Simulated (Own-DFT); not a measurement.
Hf₃₆O₇₁ (tetragonal hafnia with one neutral oxygen vacancy, atoms displaced) (calculated)

A calculation, not a measurement: plane-wave PBE and HSE06 DFT by an unreviewed code, no spin, of a simulated cell at Gamma alone, so results move with cell size and shape, stress positive in tension, energies less offsets, not probed for a lower state with spin; hafnium file: forces about 75 meV/angstrom off all-electron values; oxygen file: force components 24 meV/angstrom off all-electron in a glass; k mesh not checked against a denser one; forces and stress are PBE's, HSE06 gives the energy alone, and its difference from PBE has offsets of its own; offsets are fitted by least squares, one for each functional and potential file, so energies compare only between cells with the same atoms and settings and are not formation energies; the far tail of each file's local potential was reset to the Coulomb form; each entry is a single point on an unrelaxed cell, so the pressure reflects the starting lattice, taken from the Materials Project, from which strain is counted, and rises with the displacements; printed positions are rounded, which can move forces by about a meV/angstrom; the program is a retired in-house code; no spin-orbit coupling. Program: Own-DFT development build.

Common to all runs: first functional PBE; second functional HSE06; exact exchange share 0.25; screening 0.11 1/bohr; exchange divergence Gygi-Baldereschi; potential files PseudoDojo norm-conserving, scalar-relativistic, made for PBE, standard set; wave cutoff 48 hartree; occupations fixed; k mesh 1 x 1 x 1 centred on Gamma.

(1) Hf₃₆O₇₁ (tetragonal hafnia with one neutral oxygen vacancy, atoms displaced)

```
Hf36O71
1.0
     10.7800     0.0000     0.0000
      0.0000    10.7800     0.0000
      0.0000     0.0000    10.4493
Hf O Hf O Hf O Hf O Hf O Hf O Hf O Hf O Hf O Hf O Hf O Hf O Hf O Hf O Hf O Hf O Hf O Hf O
2 4 2 4 2 4 2 4 2 4 2 4 2 4 2 4 2 4 2 4 2 4 2 4 2 4 2 4 2 4 2 4 2 4 2 3
Direct
  0.00121 0.00098 0.99809
  0.15620 0.16523 0.24990
  0.00774 0.17424 0.15804
  0.15896 0.99833 0.34325
  0.99905 0.16431 0.40423
  0.17483 0.99303 0.09576
  0.01474 0.00998 0.50164
  0.15167 0.15710 0.74325
  0.99761 0.16210 0.65819
  0.16197 0.99821 0.85182
  0.98757 0.16609 0.90088
  0.17325 0.99539 0.58919
  0.00309 0.33097 0.00644
  0.15575 0.49414 0.26012
  0.01503 0.50699 0.13062
  0.16699 0.33712 0.34314
  0.00529 0.50496 0.40773
  0.16649 0.32312 0.10212
  0.00899 0.32166 0.50682
  0.16457 0.50031 0.76075
  0.99935 0.49908 0.64699
  0.16921 0.31299 0.85942
  0.98758 0.50209 0.90370
  0.17117 0.32360 0.60441
  0.00404 0.66594 0.00339
  0.15904 0.85135 0.24992
  0.01203 0.83364 0.15930
  0.16646 0.65532 0.35806
  0.99484 0.83916 0.40403
  0.17479 0.66689 0.09628
  0.98816 0.65979 0.50068
  0.16275 0.83210 0.74104
  0.00019 0.83336 0.65275
  0.15750 0.66250 0.84957
  0.00668 0.82242 0.91467
  0.15840 0.66841 0.58942
  0.33439 0.01682 0.99749
  0.50938 0.15865 0.25082
  0.33286 0.17086 0.14281
  0.49250 0.99230 0.34688
  0.32332 0.17269 0.41688
  0.49815 0.99875 0.10238
  0.33155 0.99454 0.49715
  0.50647 0.18001 0.74801
  0.32513 0.15231 0.65730
  0.49383 0.99721 0.83121
  0.32046 0.16816 0.90203
  0.49629 0.00335 0.59428
  0.33962 0.33246 0.01134
  0.49447 0.50794 0.24309
  0.33423 0.49067 0.15450
  0.50462 0.34034 0.35802
  0.32231 0.50162 0.40390
  0.50253 0.32888 0.09744
  0.32031 0.33550 0.49582
  0.50959 0.50481 0.74351
  0.33481 0.50671 0.64290
  0.49279 0.32790 0.83360
  0.34108 0.50666 0.90292
  0.50060 0.33184 0.59965
  0.32761 0.65378 0.00466
  0.49866 0.83468 0.25017
  0.32417 0.82754 0.13829
  0.49711 0.65793 0.34641
  0.33394 0.82764 0.39455
  0.49333 0.66269 0.08825
  0.32048 0.65841 0.50437
  0.51902 0.83225 0.76072
  0.34108 0.82705 0.65245
  0.49161 0.67397 0.84628
  0.33534 0.84081 0.91057
  0.50109 0.67325 0.60139
  0.66437 0.99278 0.00496
  0.84588 0.17481 0.25524
  0.66666 0.15986 0.15657
  0.83781 0.99276 0.35113
  0.66301 0.16947 0.40874
  0.82831 0.98758 0.10746
  0.66368 0.99364 0.49929
  0.82983 0.17411 0.75306
  0.66250 0.16288 0.65294
  0.82808 0.00088 0.85194
  0.66908 0.17611 0.89765
  0.83738 0.98532 0.59112
  0.65402 0.33398 0.99633
  0.83714 0.50947 0.23764
  0.67181 0.51196 0.16199
  0.83595 0.33411 0.33750
  0.66043 0.50155 0.40611
  0.83432 0.32898 0.09788
  0.66512 0.32378 0.50596
  0.82996 0.49814 0.76119
  0.65715 0.51382 0.66800
  0.83132 0.32187 0.85846
  0.66186 0.50570 0.89855
  0.84197 0.33767 0.58776
  0.67664 0.66335 0.01255
  0.82583 0.83975 0.25460
  0.65823 0.83111 0.15986
  0.82415 0.66609 0.34978
  0.66138 0.82373 0.41472
  0.83384 0.66825 0.09582
  0.66942 0.66112 0.48648
  0.84487 0.83557 0.75386
  0.83622 0.66921 0.85227
  0.66774 0.82839 0.89728
  0.82572 0.68095 0.60051
```

* PBE energy of cell above offsets: -87.118 eV
* HSE06 less PBE above offsets: 0.704 eV
* PBE pressure: 5.63 GPa
* PBE stress xx: -5.72 GPa
* PBE stress yy: -5.22 GPa
* PBE stress zz: -5.95 GPa
* PBE stress yz: -2.09 GPa
* PBE stress xz: 0.09 GPa
* PBE stress xy: 0.33 GPa

Force:
```csv
element,x (eV/Å),y (eV/Å),z (eV/Å)
Hf,0.552,-1.642,-0.355
Hf,5.387,0.69,0.07
O,-2.944,-0.937,-1.703
O,0.022,3.713,2.071
O,0.23,1.206,-1.148
O,-2.588,1.643,0.753
Hf,-3.715,-4.743,-0.091
Hf,6.183,0.654,3.366
O,-2.215,0.17,-2.831
O,-1.46,-0.017,-0.991
O,0.396,-0.561,0.881
O,-1.713,-0.12,1.735
Hf,0.512,0.584,-1.575
Hf,2.108,4.112,-1.099
O,-2.376,-1.099,2.405
O,-0.884,-2.916,2.067
O,-0.872,-3.109,-1.668
O,-0.031,0.497,0.158
Hf,-0.62,3.46,-0.113
Hf,0.906,-0.744,-0.872
O,-0.094,-0.13,1.472
O,-1.518,3.203,-1.054
O,0.306,-1.719,-0.959
O,-2.059,0.269,0.072
Hf,1.815,-0.561,0.158
Hf,4.63,-5.777,-0.718
O,-4.646,-0.256,-1.629
O,-0.647,1.492,-1.494
O,0.427,-0.82,0.5
O,-2.799,-0.826,0.752
Hf,1.275,2.563,0.325
Hf,3.756,-0.68,1.496
O,0.85,0.298,0.112
O,0.217,-0.114,-0.748
O,-0.735,3.593,-1.251
O,-0.847,0.213,2.133
Hf,0.397,-4.164,-0.875
Hf,-1.431,1.302,0.942
O,0.567,-0.189,2.171
O,0.694,1.917,0.11
O,-0.155,-1.819,-2.035
O,0.865,0.467,-0.322
Hf,3.371,-0.584,1.002
Hf,-3.234,-5.447,-2.106
O,0.403,0.649,0.405
O,0.984,2.673,2.441
O,1.52,1.236,0.101
O,0.903,-0.379,-1.377
Hf,-2.836,-0.448,-2.018
Hf,0.596,-0.882,2.182
O,-1.253,-0.417,-0.431
O,-0.462,-1.136,-1.823
O,0.374,-1.652,-1.004
O,0.736,0.245,0.591
Hf,3.574,0.985,0.757
Hf,-6.472,2.1,2.057
O,-1.313,-0.661,1.424
O,0.42,3.951,3.925
O,-1.078,-3.727,-0.965
O,-0.253,-0.135,-0.099
Hf,1.236,5.222,-1.045
Hf,-4.763,-2.013,-0.311
O,1.694,0.672,3.157
O,0.277,1.461,-0.465
O,-0.4,0.686,0.577
O,2.314,-0.679,1.579
Hf,1.984,2.056,-0.117
Hf,-2.039,-0.731,-2.625
O,-2.19,0.527,0.125
O,0.704,-1.894,0.175
O,-0.706,-0.562,-0.66
O,1.091,-0.426,-1.089
Hf,0.056,0.447,-1.201
Hf,-2.893,-1.37,-0.554
O,1.184,0.188,-0.276
O,-0.889,2.459,-0.462
O,0.278,-1.293,-1.175
O,0.97,0.321,-1.097
Hf,0.152,-0.378,2.035
Hf,-0.997,-2.512,0.385
O,2.595,0.825,-0.716
O,0.533,0.351,0.088
O,-0.966,-1.493,0.88
O,0.043,0.802,0.33
Hf,2.66,-0.229,-0.437
Hf,0.579,-1.163,1.513
O,-0.648,-0.364,-1.514
O,0.449,1.116,0.664
O,1.158,-2.45,-0.137
O,-0.675,0.322,0.068
Hf,-1.575,1.904,-1.308
Hf,0.891,1.084,-0.34
O,6.555,-0.999,-3.112
O,-0.083,3.197,-1.264
O,0.458,-1.402,1.497
O,-1.213,-0.613,1.409
Hf,-3.77,0.824,-2.756
Hf,2.117,-0.076,0.369
O,1.637,-0.257,-1.198
O,1.015,-0.304,-0.958
O,0.048,2.931,-1.9
O,1.797,-0.008,1.91
Hf,-2.092,-0.69,3.818
Hf,-2.597,0.246,-0.984
O,-0.303,-1.022,-0.223
O,0.332,0.489,1.891
O,0.265,-0.672,0.176
```

(2) Hf₃₆O₇₁ (tetragonal hafnia with one neutral oxygen vacancy, atoms displaced)

```
Hf36O71
1.0
     10.7800     0.0000     0.0000
      0.0000    10.7800     0.0000
      0.0000     0.0000    10.4493
Hf O Hf O Hf O Hf O Hf O Hf O Hf O Hf O Hf O Hf O Hf O Hf O Hf O Hf O Hf O Hf O Hf O Hf O
2 4 2 4 2 4 2 4 2 4 2 4 2 4 2 4 2 4 2 4 2 3 2 4 2 4 2 4 2 4 2 4 2 4 2 4
Direct
  0.99965 0.99508 0.00097
  0.16635 0.17234 0.25104
  0.99561 0.16497 0.15381
  0.16583 0.99841 0.34971
  0.99532 0.16668 0.40526
  0.16472 0.00281 0.09808
  0.99999 0.00017 0.50012
  0.16675 0.16333 0.74633
  0.00635 0.16770 0.64801
  0.16755 0.99953 0.84978
  0.99481 0.17190 0.90632
  0.16841 0.00203 0.59950
  0.00083 0.33106 0.00032
  0.16663 0.50080 0.24807
  0.99867 0.49909 0.15123
  0.16435 0.33471 0.34882
  0.00198 0.50326 0.40040
  0.17396 0.33237 0.10265
  0.99817 0.33054 0.50109
  0.16362 0.49800 0.74458
  0.99737 0.50226 0.64855
  0.16959 0.33314 0.84580
  0.99682 0.49853 0.89848
  0.16813 0.32978 0.60165
  0.99580 0.66584 0.00080
  0.16440 0.83104 0.25282
  0.99911 0.83489 0.14937
  0.16374 0.67550 0.34701
  0.00064 0.83328 0.40201
  0.16460 0.66617 0.09484
  0.99907 0.66020 0.50003
  0.16505 0.83360 0.74659
  0.99596 0.83480 0.65461
  0.16477 0.66466 0.84793
  0.99952 0.82868 0.90138
  0.16611 0.66481 0.59532
  0.33302 0.99837 0.99945
  0.49848 0.16688 0.24932
  0.33760 0.17064 0.15092
  0.50204 0.99746 0.34220
  0.33630 0.16776 0.40402
  0.49580 0.99940 0.09916
  0.33582 0.00131 0.49865
  0.50315 0.16655 0.75589
  0.33863 0.16903 0.65032
  0.50175 0.00073 0.84632
  0.33598 0.16445 0.90126
  0.50092 0.00050 0.60164
  0.33266 0.33045 0.00274
  0.50207 0.50022 0.24733
  0.33481 0.49462 0.15498
  0.49969 0.33331 0.34524
  0.33519 0.50116 0.39975
  0.49959 0.33328 0.09616
  0.33436 0.33308 0.49647
  0.50169 0.50532 0.75356
  0.32723 0.50245 0.65506
  0.49991 0.33244 0.85067
  0.33747 0.50154 0.90354
  0.50150 0.33338 0.60226
  0.32684 0.66398 0.99931
  0.50339 0.83641 0.25052
  0.33590 0.83315 0.14856
  0.50216 0.66951 0.35155
  0.50058 0.67181 0.09425
  0.32998 0.67001 0.49672
  0.50004 0.83327 0.74791
  0.33320 0.83504 0.65491
  0.50117 0.66873 0.84591
  0.33290 0.83304 0.90069
  0.49827 0.66629 0.60590
  0.66759 0.99895 0.99868
  0.83515 0.16776 0.25049
  0.66171 0.16919 0.15317
  0.83255 0.00958 0.34186
  0.66836 0.17357 0.40223
  0.83387 0.99869 0.09574
  0.66589 0.99912 0.50010
  0.83060 0.16911 0.74763
  0.66245 0.16449 0.65179
  0.83596 0.00043 0.84755
  0.66545 0.16794 0.90702
  0.83147 0.00306 0.59768
  0.66268 0.33112 0.00437
  0.83157 0.50005 0.24819
  0.67041 0.49681 0.15164
  0.83527 0.33055 0.34869
  0.66696 0.49776 0.40255
  0.83421 0.33840 0.09957
  0.66309 0.32924 0.50298
  0.83273 0.49620 0.75141
  0.66777 0.49800 0.64960
  0.82915 0.32989 0.84503
  0.66556 0.50003 0.90538
  0.83784 0.33396 0.60005
  0.66282 0.66765 0.99831
  0.83264 0.83495 0.25215
  0.67015 0.83846 0.15236
  0.83467 0.66261 0.34269
  0.67052 0.83173 0.40640
  0.83065 0.66797 0.10069
  0.66368 0.66685 0.49808
  0.83761 0.83121 0.74761
  0.66661 0.83172 0.64722
  0.83740 0.66784 0.84577
  0.67201 0.83277 0.89630
  0.83192 0.66545 0.59773
```

* PBE energy of cell above offsets: -100.953 eV
* HSE06 less PBE above offsets: -0.163 eV
* PBE pressure: 0.69 GPa
* PBE stress xx: -0.01 GPa
* PBE stress yy: -0.84 GPa
* PBE stress zz: -1.21 GPa
* PBE stress yz: -0.55 GPa
* PBE stress xz: 0.61 GPa
* PBE stress xy: 0 GPa

Force:
```csv
element,x (eV/Å),y (eV/Å),z (eV/Å)
Hf,-0.056,0.437,-0.357
Hf,-0.025,-1.136,-0.614
O,1.415,0.446,0.056
O,0.484,0.523,-0.069
O,0.631,-0.204,-0.416
O,0.458,0.164,-0.006
Hf,0.152,-0.084,0.057
Hf,1.164,0.688,0.387
O,-1.386,-0.218,0.493
O,-0.466,-0.156,-0.399
O,0.37,-1.145,-0.469
O,-0.04,-0.273,-0.322
Hf,-0.151,0.756,0.186
Hf,-0.32,0.113,0.159
O,0.79,0.113,0.076
O,0.138,0.031,0.113
O,0.35,-0.908,-0.053
O,-1.781,-0.079,0.024
Hf,0.383,0.489,-0.106
Hf,0.163,-0.076,0.847
O,0.229,-0.085,-0.054
O,-0.161,-0.17,0.461
O,-0.052,-0.369,0.467
O,-0.189,0.344,-0.996
Hf,-0.292,-0.406,-0.524
Hf,0.392,1.728,-1.184
O,-0.084,-0.096,0.323
O,0.886,-1.921,0.401
O,-0.576,0.166,0.194
O,-0.04,-0.274,0.729
Hf,-0.71,0.727,0.098
Hf,0.29,-0.234,0.987
O,1.367,0.224,-0.812
O,0.211,0.199,-0.433
O,0.134,0.709,0.058
O,-0.159,0.458,-0.094
Hf,-0.335,-0.213,0.009
Hf,0.435,0.138,-0.181
O,-1.08,-0.133,0.384
O,-0.244,0.666,1.309
O,-0.241,-0.337,-0.606
O,0.921,0.002,-0.392
Hf,-0.211,-0.489,0.621
Hf,-1.121,0.552,-0.347
O,-0.617,-0.278,0.287
O,0.166,-0.597,0.492
O,-0.162,0.119,0.302
O,-0.128,-0.278,-1.089
Hf,0.66,0.117,-1.359
Hf,0.247,0.019,0.564
O,-0.185,0.659,-0.218
O,-0.183,0.31,0.256
O,-0.363,0.386,0.262
O,-0.155,0.329,0.589
Hf,0.277,0.396,1.481
Hf,-0.532,-0.967,-0.577
O,1.209,-0.163,-0.331
O,0.251,0.417,-0.083
O,-0.03,-0.397,0.32
O,-0.624,0.256,-0.773
Hf,0.7,0.779,-0.48
Hf,-0.715,-0.85,-1.057
O,-0.685,-0.123,1.354
O,-0.353,-0.085,-0.376
O,-0.181,-0.594,0.462
Hf,0.855,-0.038,0.607
Hf,0.435,0.103,0.042
O,-0.333,-0.095,-0.937
O,0.269,0.178,0.583
O,-0.046,-0.236,0.095
O,-0.238,-0.084,-1.183
Hf,-0.166,-0.284,0.085
Hf,-0.93,1.135,-0.543
O,0.824,-0.133,-0.061
O,-0.151,-2.188,1.009
O,-0.49,-1.65,0.162
O,-0.282,0.14,-0.028
Hf,0.042,0.397,0.385
Hf,0.658,-0.775,0.174
O,0.996,0.268,0.066
O,-0.043,0.23,-0.353
O,0.154,-0.574,-0.551
O,0.271,0.05,-0.492
Hf,0.722,0.402,-0.318
Hf,0.336,-0.817,0.261
O,-1.287,0.27,0.005
O,0.354,0.879,0.108
O,-0.184,0.069,-0.128
O,-0.047,-0.462,-0.602
Hf,0.412,1.255,0.071
Hf,-0.117,0.657,-0.153
O,-0.136,0.125,0.715
O,-0.043,0.475,0.316
O,-0.006,0.155,-0.336
O,-0.908,-0.444,-0.006
Hf,0.642,0.184,-0.244
Hf,0.461,-0.173,-0.284
O,-0.444,-0.059,0.058
O,-0.113,1.037,0.622
O,0.27,0.688,-0.972
O,-0.043,-0.019,-0.513
Hf,0.078,-0.74,0.999
Hf,-1.669,0.104,0.619
O,0.113,0.24,0.326
O,-0.182,-0.683,0.149
O,-0.422,0.132,0.706
O,0.147,0.164,-0.482
```
